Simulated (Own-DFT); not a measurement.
SiC (2H silicon carbide, atoms displaced), Si₃N₄ (beta silicon nitride, strained, atoms displaced), GaP (zincblende, atoms displaced) (calculated)

Computed with Own-DFT development build. A calculation, not a measurement: plane-wave PBE density functional theory by an unreviewed code, no spin, of a simulated periodic cell, stress positive in tension, free energy of the whole cell less one offset for each atom, forces on such cells passed a denser k mesh, this cell's mesh not checked; offsets are fitted by least squares, one for each functional and potential file, so energies compare only between cells with the same atoms and settings and are not formation energies; the far tail of each file's local potential was reset to the Coulomb form; each entry is a single point on an unrelaxed cell, so the pressure reflects the starting lattice, mostly measured values (interpolated for alloys), from which strain is counted, and rises with the displacements; printed positions are rounded, which can move forces by about a meV/angstrom; the program, named Own-DFT, is a retired in-house code; no spin-orbit coupling.

Settings shared by all entries: functional PBE; potential files PseudoDojo norm-conserving, scalar-relativistic, standard set; wave cutoff 42 hartree; occupations Fermi-Dirac; smearing width 0.1 eV.

(1) SiC (2H silicon carbide, atoms displaced)

```
SiC
1.0
      6.1654     0.0000     0.0000
     -3.0827     5.3394     0.0000
      0.0000     0.0000    10.0681
Si C Si C Si C Si C Si C Si C Si C Si C
2 2 2 2 2 2 2 2 2 2 2 2 2 2 2 2
Direct
  0.00881 0.00639 0.99569
  0.15900 0.36027 0.26702
  0.00010 0.99300 0.18603
  0.22201 0.35270 0.42650
  0.01723 0.02528 0.50724
  0.17543 0.36373 0.75019
  0.03116 0.02081 0.70196
  0.16085 0.32125 0.93646
  0.97610 0.47035 0.97983
  0.18985 0.86253 0.26327
  0.01496 0.50146 0.18284
  0.15382 0.80929 0.43192
  0.02454 0.52607 0.47147
  0.15772 0.81760 0.75802
  0.00056 0.51714 0.68107
  0.16142 0.84641 0.93231
  0.49179 0.02350 0.00235
  0.66256 0.35393 0.27097
  0.49515 0.01129 0.20560
  0.68827 0.34682 0.43200
  0.49555 0.00729 0.49626
  0.63623 0.33655 0.75624
  0.51139 0.98320 0.68392
  0.66803 0.34099 0.91380
  0.51942 0.50644 0.00442
  0.66910 0.84418 0.24404
  0.50733 0.51407 0.19231
  0.64085 0.84277 0.43044
  0.54421 0.52437 0.51173
  0.64333 0.84740 0.74117
  0.47959 0.48781 0.68740
  0.69386 0.86130 0.93011
```

* k mesh: 5 x 5 x 3 centred on Gamma
* free energy of cell above offsets: 7.724 eV
* pressure: 12.92 GPa
* stress xx: -9.47 GPa
* stress yy: -9.38 GPa
* stress zz: -19.92 GPa
* stress yz: 3.78 GPa
* stress xz: -3.88 GPa
* stress xy: 3.19 GPa

Force:
```csv
element,x (eV/Å),y (eV/Å),z (eV/Å)
Si,-0.905,-0.443,1.709
Si,3.289,-2.811,-7.509
C,-0.221,1.774,0.716
C,-1.632,-0.779,6.243
Si,-0.523,-0.844,-0.224
Si,-1.888,-3.21,0.145
C,-2.262,-0.692,-3.031
C,1.199,3.218,-0.467
Si,2.398,3.384,3.612
Si,-3.307,-2.64,-4.909
C,-3.846,1.316,0.204
C,-0.94,10.75,1.181
Si,1.447,-9.013,6.273
Si,0.008,2.609,-2.639
C,-0.632,-2.092,-0.436
C,2.342,-2.175,1.988
Si,1.674,-2.173,0.242
Si,1.055,-0.12,-8.87
C,1.942,2.479,-3.118
C,-0.457,-0.408,6.984
Si,0.056,-0.153,1.064
Si,2.998,-1.106,-8.675
C,-10.38,6.313,-3.463
C,-0.913,-0.77,9.372
Si,-2.38,1.47,-0.569
Si,0.741,0.231,0.401
C,-0.435,-0.841,-0.648
C,4.282,-0.028,1.381
Si,-2.158,0.054,-2.717
Si,11.29,-4.278,4.933
C,1.466,3.046,-0.194
C,-3.312,-2.065,1.02
```

(2) Si₃N₄ (beta silicon nitride, strained, atoms displaced)

```
Si3N4
1.0
      7.6632    -0.0869    -0.1100
     -3.9068     6.7345     0.0359
     -0.1262    -0.0253     8.8070
Si N Si N Si N
6 8 6 8 6 8
Direct
  0.16033 0.75351 0.07513
  0.23710 0.39330 0.08325
  0.60771 0.82032 0.07683
  0.83851 0.24211 0.24893
  0.76830 0.60097 0.25893
  0.40564 0.18328 0.25088
  0.33904 0.04575 0.08096
  0.96944 0.30740 0.08045
  0.71440 0.66981 0.08816
  0.67052 0.96901 0.24716
  0.02892 0.70837 0.24653
  0.30527 0.32850 0.24831
  0.32860 0.67098 0.07307
  0.65252 0.32843 0.25314
  0.16687 0.76426 0.41797
  0.24039 0.40618 0.41216
  0.59635 0.82359 0.41783
  0.82938 0.23831 0.58687
  0.76585 0.58797 0.58217
  0.39941 0.17497 0.58947
  0.32539 0.03189 0.40987
  0.98125 0.31841 0.42207
  0.69636 0.66597 0.41238
  0.65895 0.96631 0.58258
  0.03645 0.70788 0.58725
  0.29169 0.33490 0.58362
  0.34214 0.66895 0.41229
  0.66338 0.34178 0.58036
  0.17561 0.76367 0.74913
  0.23088 0.41286 0.74543
  0.60505 0.81758 0.75898
  0.81987 0.22713 0.91504
  0.75863 0.58803 0.91984
  0.38556 0.17058 0.91582
  0.32534 0.04013 0.74220
  0.97689 0.31301 0.75038
  0.70551 0.67230 0.74279
  0.67191 0.97116 0.91311
  0.03651 0.69982 0.90661
  0.31236 0.34627 0.91476
  0.33882 0.67537 0.74761
  0.67245 0.31497 0.91705
```

* k mesh: 3 x 3 x 3 centred on Gamma
* free energy of cell above offsets: -3.352 eV
* pressure: -0.07 GPa
* stress xx: -2.26 GPa
* stress yy: 4.9 GPa
* stress zz: -2.43 GPa
* stress yz: -0.36 GPa
* stress xz: -3.43 GPa
* stress xy: -0.94 GPa

Force:
```csv
element,x (eV/Å),y (eV/Å),z (eV/Å)
Si,1.77,2.893,1.908
Si,-3.233,3.242,-0.744
Si,-3.236,1.233,1.843
Si,-2.646,-1.522,0.45
Si,1.895,-2.905,-1.417
Si,1.01,-3.728,-0.355
N,-1.36,-2.909,0.25
N,1.702,-0.089,0.553
N,-1.707,0.529,-1.998
N,1.134,0.491,-0.072
N,0.179,-0.743,0.139
N,-1.992,1.197,0.776
N,3.06,-1.743,0.569
N,4.111,3.322,0.036
Si,2.33,1.438,-0.683
Si,-1.203,1.794,0.542
Si,-0.309,1.673,-0.986
Si,-1.081,-1.187,-1.313
Si,0.368,1.769,-0.464
Si,-0.14,1.129,-4.003
N,-0.451,-0.274,2.098
N,-0.921,-0.889,-0.956
N,-0.378,0.64,2.288
N,1.278,1.33,1.128
N,-1.523,-1.26,-1.861
N,2.045,-0.982,0.235
N,-1.967,-1.263,-0.032
N,1.316,-2.129,0.447
Si,0.954,2.122,-0.051
Si,0.469,1.351,0.371
Si,-2.883,1.981,-3.252
Si,3.119,-0.06,-0.273
Si,2.904,-1.821,-1.48
Si,3.189,0.261,-0.536
N,-0.346,-2.613,3.224
N,-1.172,-1.158,0.87
N,0.75,-1.081,1.877
N,1.253,-1.239,0.754
N,-2.958,-0.953,0.716
N,0.093,-0.467,-0.523
N,1.036,-1.104,0.149
N,-6.458,3.72,-0.227
```

(3) GaP (zincblende, atoms displaced)

```
GaP
1.0
     10.9010     0.0000     0.0000
      0.0000    10.9010     0.0000
      0.0000     0.0000    10.9010
Ga P Ga P Ga P Ga P Ga P Ga P Ga P Ga P
4 4 4 4 4 4 4 4 4 4 4 4 4 4 4 4
Direct
  0.00253 0.99684 0.00882
  0.01881 0.25116 0.25877
  0.24896 0.99426 0.25487
  0.25875 0.24446 0.00668
  0.13703 0.12543 0.13214
  0.12481 0.37819 0.37048
  0.36494 0.11881 0.39300
  0.37185 0.40311 0.12204
  0.99288 0.00561 0.48951
  0.00022 0.24352 0.75125
  0.25534 0.99847 0.75406
  0.24814 0.24623 0.50560
  0.11771 0.10572 0.63091
  0.09884 0.35706 0.87598
  0.36852 0.11623 0.87526
  0.36620 0.37982 0.62754
  0.99794 0.49311 0.01226
  0.98384 0.75140 0.24783
  0.24580 0.48813 0.24469
  0.25628 0.74061 0.98758
  0.12272 0.62614 0.12684
  0.12847 0.87520 0.38361
  0.36369 0.63584 0.36826
  0.35655 0.88113 0.11981
  0.01753 0.51063 0.49348
  0.99825 0.75630 0.75817
  0.25276 0.50028 0.76634
  0.24655 0.74508 0.50508
  0.14770 0.62814 0.63548
  0.12962 0.87569 0.87328
  0.38317 0.62350 0.86730
  0.39726 0.87435 0.61560
  0.49970 0.00294 0.00627
  0.50233 0.26765 0.25847
  0.74059 0.98649 0.24311
  0.74726 0.23429 0.99102
  0.63421 0.12906 0.13367
  0.62973 0.37198 0.37003
  0.86209 0.12191 0.37613
  0.87836 0.38081 0.11976
  0.49876 0.99928 0.52071
  0.49400 0.24041 0.74078
  0.74956 0.99326 0.74666
  0.75721 0.24670 0.49232
  0.62249 0.12942 0.62577
  0.62925 0.38740 0.88451
  0.87875 0.12452 0.86538
  0.86585 0.38029 0.60857
  0.49228 0.50708 0.99271
  0.50496 0.76021 0.24301
  0.75542 0.49695 0.26282
  0.77054 0.74778 0.00695
  0.60502 0.61594 0.12684
  0.61227 0.87251 0.36391
  0.86897 0.61721 0.36751
  0.85358 0.87576 0.13604
  0.50030 0.50977 0.46948
  0.49082 0.73718 0.75539
  0.75018 0.50710 0.74890
  0.74586 0.74487 0.48822
  0.61878 0.61642 0.60849
  0.62747 0.87120 0.88336
  0.87603 0.62197 0.87080
  0.84578 0.87854 0.61949
```

- k mesh: 3 x 3 x 3 centred on Gamma
- free energy of cell above offsets: -25.920 eV
- pressure: 4.74 GPa
- stress xx: -4.26 GPa
- stress yy: -5.01 GPa
- stress zz: -4.94 GPa
- stress yz: -1.3 GPa
- stress xz: 0.98 GPa
- stress xy: -1.03 GPa

Force:
```csv
element,x (eV/Å),y (eV/Å),z (eV/Å)
Ga,-0.239,0.368,-0.211
Ga,-2.525,-0.762,-1.384
Ga,-0.002,0.473,0.715
Ga,-0.472,1.079,-0.545
P,-1.003,-0.367,0.044
P,1.106,-0.215,1.674
P,1.455,0.218,-1.571
P,0.908,-3.579,-0.846
Ga,-0.241,-1.028,1.083
Ga,-1.077,-0.308,-2.853
Ga,-0.086,-1.022,-1.385
Ga,-1.011,0.419,0.849
P,0.292,1.413,-0.471
P,3.356,2.307,1.78
P,1.46,1.272,0.464
P,0.851,-0.148,-0.564
Ga,0.905,1.349,-1.7
Ga,1.363,0.046,0.448
Ga,-0.885,2.536,1.213
Ga,-0.929,0.501,1.014
P,0.049,0.229,-0.473
P,-1.419,-0.568,-0.658
P,0.359,-0.584,-0.967
P,1.779,-0.889,-0.211
Ga,-0.961,-0.011,0.991
Ga,-0.356,-0.081,-1.36
Ga,-1.106,-1.885,-0.416
Ga,1.282,1.334,-0.39
P,-2.663,-0.264,0.399
P,-0.383,-0.244,0.681
P,-1.946,-0.733,1.498
P,-3.903,-2.941,3.133
Ga,0.239,-0.241,0.074
Ga,-1.58,-1.765,-1.311
Ga,-1.401,2.316,2.373
Ga,0.502,1.54,0.332
P,-1.762,0.206,-0.466
P,0.406,0.493,1.368
P,1.466,-0.497,-2.103
P,-1.576,-2.341,1.902
Ga,2.083,2.293,-3.285
Ga,-0.463,1.622,1.177
Ga,-1.552,1.346,1.546
Ga,-1.593,0.52,1.066
P,1.44,-0.261,-0.217
P,-0.472,-1.559,-1.054
P,-0.658,-1.46,1.054
P,1.768,0.269,1.306
Ga,1.222,-0.49,0.098
Ga,-2.41,-1.111,-1.304
Ga,-1.326,-1.039,-2.976
Ga,-2.669,-1.325,-1.132
P,2.576,0.948,0.463
P,1.143,1.24,2.305
P,1.863,1.708,1.75
P,3.936,-0.452,-1.701
Ga,-0.722,-0.669,1.313
Ga,3.01,2.305,-2.364
Ga,-0.656,-0.613,-0.922
Ga,-0.761,0.114,0.157
P,0.136,0.636,1.242
P,-0.226,-0.343,-0.178
P,0.853,0.174,0.794
P,3.225,-1.479,-1.285
```

(4) SiC (2H silicon carbide, atoms displaced)

```
SiC
1.0
      9.2481     0.0000     0.0000
     -4.6241     8.0091     0.0000
      0.0000     0.0000    10.0681
Si C Si C Si C Si C Si C Si C Si C Si C Si C Si C Si C Si C Si C Si C Si C Si C Si C Si C
2 2 2 2 2 2 2 2 2 2 2 2 2 2 2 2 2 2 2 2 2 2 2 2 2 2 2 2 2 2 2 2 2 2 2 2
Direct
  0.99563 0.00698 0.99673
  0.12253 0.22695 0.24819
  0.99698 0.00012 0.19237
  0.10178 0.21752 0.43070
  0.00306 0.00176 0.49980
  0.11243 0.21819 0.74993
  0.01607 0.00231 0.69142
  0.10418 0.21296 0.93510
  0.99498 0.32627 0.00959
  0.10121 0.55664 0.25543
  0.99886 0.32943 0.19755
  0.11746 0.54528 0.44280
  0.99849 0.32617 0.49709
  0.10759 0.54728 0.74780
  0.98332 0.32880 0.69050
  0.11937 0.55826 0.93452
  0.99359 0.66826 0.00301
  0.11026 0.88953 0.24509
  0.99552 0.66069 0.19491
  0.11427 0.89825 0.43824
  0.99637 0.66188 0.50810
  0.12103 0.89534 0.74083
  0.00815 0.66593 0.69026
  0.11212 0.89487 0.94714
  0.32455 0.98672 0.98719
  0.44311 0.21536 0.25054
  0.32492 0.98484 0.18862
  0.45194 0.20745 0.43926
  0.33805 0.00151 0.50450
  0.44717 0.20896 0.74952
  0.33360 0.99836 0.68387
  0.45308 0.22453 0.93968
  0.33450 0.33832 0.99940
  0.44147 0.56445 0.25034
  0.33428 0.33052 0.17995
  0.44074 0.55060 0.43371
  0.33343 0.32513 0.50490
  0.43925 0.56057 0.74777
  0.34113 0.33431 0.70049
  0.44244 0.55064 0.93521
  0.33813 0.66105 0.00200
  0.44943 0.88389 0.25589
  0.32690 0.65967 0.18409
  0.44301 0.88913 0.43998
  0.33335 0.66429 0.49361
  0.44435 0.88486 0.75585
  0.33770 0.67202 0.69481
  0.44618 0.89152 0.93304
  0.67112 0.99843 0.00683
  0.78093 0.21690 0.24422
  0.65597 0.98706 0.17964
  0.78004 0.23487 0.43705
  0.67230 0.01566 0.49784
  0.79116 0.23666 0.74874
  0.65925 0.00267 0.68687
  0.77806 0.22301 0.94252
  0.67950 0.34254 0.99145
  0.77844 0.55126 0.24586
  0.66827 0.34161 0.18636
  0.76304 0.54935 0.44135
  0.66562 0.33562 0.50470
  0.76894 0.56116 0.74674
  0.66642 0.33606 0.69220
  0.77083 0.54351 0.93531
  0.67904 0.68487 0.99517
  0.80364 0.91014 0.25350
  0.65512 0.66884 0.18456
  0.78130 0.88732 0.43561
  0.66753 0.67985 0.50054
  0.76435 0.88724 0.74505
  0.67845 0.67979 0.68954
  0.77970 0.89753 0.93025
```

* hardware: one NVIDIA H100
* k mesh: 4 x 4 x 3 centred on Gamma
* free energy of cell above offsets: -3.819 eV
* pressure: 5.87 GPa
* stress xx: -5.57 GPa
* stress yy: -5.73 GPa
* stress zz: -6.33 GPa
* stress yz: 1.47 GPa
* stress xz: 1.07 GPa
* stress xy: -0.95 GPa
* wall time: 350.8 s

Force:
```csv
element,x (eV/Å),y (eV/Å),z (eV/Å)
Si,1.562,-1.545,0.833
Si,-0.906,-0.37,-0.206
C,3.383,2.326,-2.842
C,2.081,0.222,1.73
Si,-0.027,-0.237,0.556
Si,-0.542,0.753,0.306
C,-3.494,0.082,-1.61
C,0.079,2.758,0.73
Si,0.66,1.578,-1.542
Si,2.624,-0.972,-0.12
C,0.662,0.503,-1.333
C,-2.569,1.295,-0.554
Si,-0.703,0.669,0.727
Si,0.436,1.25,1.035
C,6.56,1.653,-2.725
C,-1.338,-0.948,1.443
Si,1.764,-0.649,-0.953
Si,0.287,-0.519,1.538
C,-0.804,1.399,-1.332
C,0.868,-1.821,-0.128
Si,-0.006,0.449,-1.827
Si,-0.33,-2.232,2.378
C,-1.783,0.283,0.348
C,-1.912,-1.625,-2.231
Si,1.576,3.047,3.21
Si,0.34,-0.034,-1.179
C,1.242,1.474,-0.821
C,-2.27,2.456,-0.243
Si,-0.786,-1.75,-1.528
Si,-0.933,2.306,1.645
C,1.36,-0.377,1.123
C,-0.945,-1.183,-0.579
Si,1.147,-1.919,-1.217
Si,1.336,-2.003,-0.809
C,0.165,0.693,2.23
C,0.446,0.295,1.471
Si,-0.104,0.336,-0.498
Si,2.094,-0.803,0.989
C,-0.821,-0.259,-2.289
C,0.736,1.835,-0.105
Si,-1.27,0.904,-1.226
Si,-2.339,-0.447,-1.328
C,-1.026,0.775,1.494
C,1.198,-0.252,-0.062
Si,0.712,0.503,1.874
Si,-0.467,0.99,-1.516
C,-1.072,-1.357,-2.493
C,1.129,-1.132,1.816
Si,-2.088,0.678,-3.312
Si,-2.614,0.414,0.67
C,1.92,1.951,3.493
C,0.756,-1.351,-0.618
Si,0.109,-1.794,0.328
Si,-4.864,-3.961,2.567
C,1.117,0.938,-0.264
C,1.073,-0.37,-0.672
Si,-1.929,-3.718,2.698
Si,-2.825,1.034,1.594
C,1.106,-2.519,-0.635
C,1.312,1.696,-0.299
Si,0.113,0.036,-0.23
Si,3.084,-0.842,0.839
C,0.319,0.12,-0.753
C,-0.24,5.424,-0.89
Si,-0.974,-3.434,1.062
Si,-5.403,-4.858,0.195
C,2.901,1.454,0.182
C,-0.969,2.507,0.751
Si,0.504,-2.683,-0.511
Si,1.985,2.832,0.437
C,-2.591,-1.575,-1.236
C,0.197,-0.382,0.426
```
